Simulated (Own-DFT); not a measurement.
Al31GaO48 (corundum with substituted atoms, atoms displaced) (calculated)

Computed with Own-DFT development build. A calculation, not a measurement: plane-wave PBE density functional theory by an unreviewed code, no spin, of a simulated periodic cell, stress positive in tension, free energy of the whole cell less one offset for each atom, defect cell not probed for a lower state with spin; oxygen file: force components 24 meV/angstrom off all-electron in one glass; forces on such cells passed a denser k mesh, this cell's mesh not checked; offsets are fitted by least squares, one for each functional and potential file, so energies compare only between cells with the same atoms and settings and are not formation energies; the far tail of each file's local potential was reset to the Coulomb form; each entry is a single point on an unrelaxed cell, so the pressure reflects the starting lattice, mostly measured values, from which strain is counted, and rises with the displacements; printed positions are rounded, which can move forces by about a meV/angstrom; the program is a retired in-house code; no spin-orbit coupling; before rounding, a Quantum ESPRESSO 7.3.1 run of the same cell and cutoff gave forces within 1 meV/angstrom rms on each cell, which checks the program and not the settings.

Al31GaO48 (corundum with substituted atoms, atoms displaced)

```
CELL_PARAMETERS angstrom
5.49400 0.00000 8.66040
-2.74700 4.75790 8.66040
-2.74700 -4.75790 8.66040
ATOMIC_POSITIONS crystal
Al 0.17830 0.17070 0.17891
Al 0.32460 0.32605 0.31216
Al 0.41817 0.42384 0.43048
Al 0.07538 0.06497 0.06985
O 0.27819 0.48861 0.11752
O 0.47805 0.11932 0.27165
O 0.11864 0.27617 0.46541
O 0.21948 0.02966 0.37103
O 0.03657 0.35701 0.22197
O 0.37554 0.22754 0.02354
Al 0.18213 0.17761 0.66295
Al 0.32751 0.32329 0.81745
Al 0.44552 0.44084 0.90171
Al 0.08416 0.07376 0.56738
O 0.27475 0.47094 0.63874
O 0.46928 0.12325 0.77024
O 0.13429 0.26958 0.97971
O 0.21521 0.03165 0.86580
O 0.02132 0.36891 0.73395
O 0.38338 0.22548 0.51304
Al 0.17169 0.68442 0.17619
Al 0.33272 0.81273 0.31031
Al 0.42425 0.93823 0.40802
Al 0.08388 0.57379 0.07803
O 0.26770 0.98175 0.12497
O 0.45741 0.62556 0.28194
O 0.13139 0.76420 0.47088
O 0.22195 0.51519 0.38196
O 0.01367 0.88218 0.21204
O 0.38480 0.71185 0.02776
Al 0.16754 0.68567 0.66262
Al 0.32181 0.81339 0.83306
Ga 0.44704 0.92722 0.90868
Al 0.08285 0.55739 0.56252
O 0.27745 0.96765 0.62739
O 0.46092 0.62839 0.76950
O 0.13106 0.77679 0.95649
O 0.21580 0.51591 0.88622
O 0.03691 0.88277 0.71307
O 0.36629 0.72655 0.53075
Al 0.67404 0.18590 0.16229
Al 0.82531 0.33584 0.31375
Al 0.91406 0.43780 0.42779
Al 0.57386 0.08878 0.06990
O 0.78701 0.47705 0.12547
O 0.97881 0.14604 0.26961
O 0.63389 0.27247 0.46731
O 0.71438 0.02703 0.36670
O 0.53096 0.38057 0.20884
O 0.88401 0.21831 0.02077
Al 0.67345 0.19318 0.66665
Al 0.81692 0.31821 0.83394
Al 0.93080 0.42797 0.92401
Al 0.57796 0.08136 0.55475
O 0.76657 0.48279 0.62281
O 0.97925 0.11999 0.78364
O 0.62406 0.27518 0.96641
O 0.71941 0.01765 0.88858
O 0.53543 0.38574 0.71040
O 0.86712 0.23354 0.52487
Al 0.68673 0.68003 0.17770
Al 0.83531 0.81229 0.33984
Al 0.92325 0.93121 0.42618
Al 0.57681 0.57247 0.07627
O 0.77740 0.98267 0.12039
O 0.96928 0.62551 0.26777
O 0.62022 0.76035 0.48325
O 0.72101 0.53828 0.37220
O 0.52906 0.86781 0.20640
O 0.87463 0.72538 0.02573
Al 0.67691 0.66463 0.67722
Al 0.84142 0.81332 0.81349
Al 0.92431 0.93205 0.92818
Al 0.58558 0.56738 0.59111
O 0.77685 0.97591 0.62254
O 0.97322 0.61288 0.78733
O 0.62095 0.78019 0.98183
O 0.73064 0.53119 0.88179
O 0.52818 0.88150 0.72080
O 0.86911 0.72675 0.53164
```

* functional: PBE
* potential files: PseudoDojo norm-conserving, scalar-relativistic, standard set
* wave cutoff: 72 hartree
* occupations: Fermi-Dirac
* smearing width: 0.1 eV
* k mesh: 3 x 3 x 3 centred on Gamma
* free energy of cell above offsets: -46.191 eV
* pressure: 13.61 GPa
* stress xx: -14.12 GPa
* stress yy: -14.85 GPa
* stress zz: -11.86 GPa
* stress yz: -1.78 GPa
* stress xz: 0.96 GPa
* stress xy: -0.53 GPa

Force:
```csv
element,x (eV/Å),y (eV/Å),z (eV/Å)
Al,1.097,1.684,-0.383
Al,0.016,-0.122,-0.298
Al,1.077,0.368,1.924
Al,0.642,2.256,2.38
O,1.128,-1.198,0.049
O,-1.424,1.493,1.23
O,0.493,0.618,2.434
O,0.765,-0.758,0.924
O,-2.537,2.633,3.811
O,1.258,-0.482,0.807
Al,-0.675,-1.885,0.091
Al,-1.983,-2.522,1.579
Al,-3.823,-5.27,-4.329
Al,-1.098,-0.218,-1.17
O,1.609,2.161,-3.155
O,-0.153,4.361,2.695
O,-0.476,2.054,-2.369
O,0.33,-1.124,0.499
O,1.576,2.289,-0.771
O,-1.082,-0.167,-0.925
Al,1.984,0.142,-0.445
Al,-2.173,0.91,2.68
Al,0.094,-4.097,-1.805
Al,0.891,0.525,-4.23
O,1.244,-1.763,-1.438
O,2.626,-1.878,-1.641
O,-1.312,1.431,-1.633
O,0.556,1.949,-1.427
O,1.227,-1.416,1.605
O,-1.616,0.365,-1.403
Al,1.328,-2.033,2.503
Al,-0.151,2.849,1.144
Ga,-2.831,-2.365,0.15
Al,-3.588,-1.55,2.936
O,0.9,1.621,0.356
O,-0.224,1.167,4.057
O,-1.491,-1.399,0.948
O,0.516,1.884,0.923
O,-0.785,-1.062,-2.075
O,1.102,0.376,-0.141
Al,1.157,-2.038,1.37
Al,0.569,-1.428,1.11
Al,2.231,-0.567,-2.485
Al,1.04,-1.506,-4.126
O,-0.893,1.072,-1.834
O,-0.711,-4.118,-4.773
O,-1.397,1.119,-0.735
O,0.288,-0.385,1.525
O,-0.059,-1.152,-0.53
O,-2.192,-0.327,-0.266
Al,1.266,-2.406,-0.812
Al,2.938,0.405,1.248
Al,0.891,-2.686,0.755
Al,-0.066,-1.792,1.059
O,2.96,-3.476,3.168
O,-1.115,1.615,-0.808
O,-0.108,1.716,2.011
O,0.337,2.793,-0.308
O,-0.254,-1.721,-0.771
O,0.395,-0.715,1.196
Al,0.684,0.728,-1.534
Al,-2.348,2.311,-3.774
Al,0.2,0.9,1.818
Al,-0.328,0.475,2.003
O,0.051,-0.904,-0.183
O,-0.978,-0.576,2.764
O,0.511,3.327,2.459
O,0.2,-1.247,0.109
O,-2.68,0.567,3.148
O,1.598,-0.006,1.158
Al,-2.033,1.409,3.525
Al,-3.105,-0.138,1.461
Al,0.273,-0.258,-1.741
Al,-2.008,5.301,-7.085
O,0.904,-0.334,-0.193
O,0.353,2.983,0.635
O,2.839,-0.842,-0.186
O,-0.233,0.965,-3.311
O,2.426,-0.02,-3.036
O,1.362,-0.873,-0.113
```
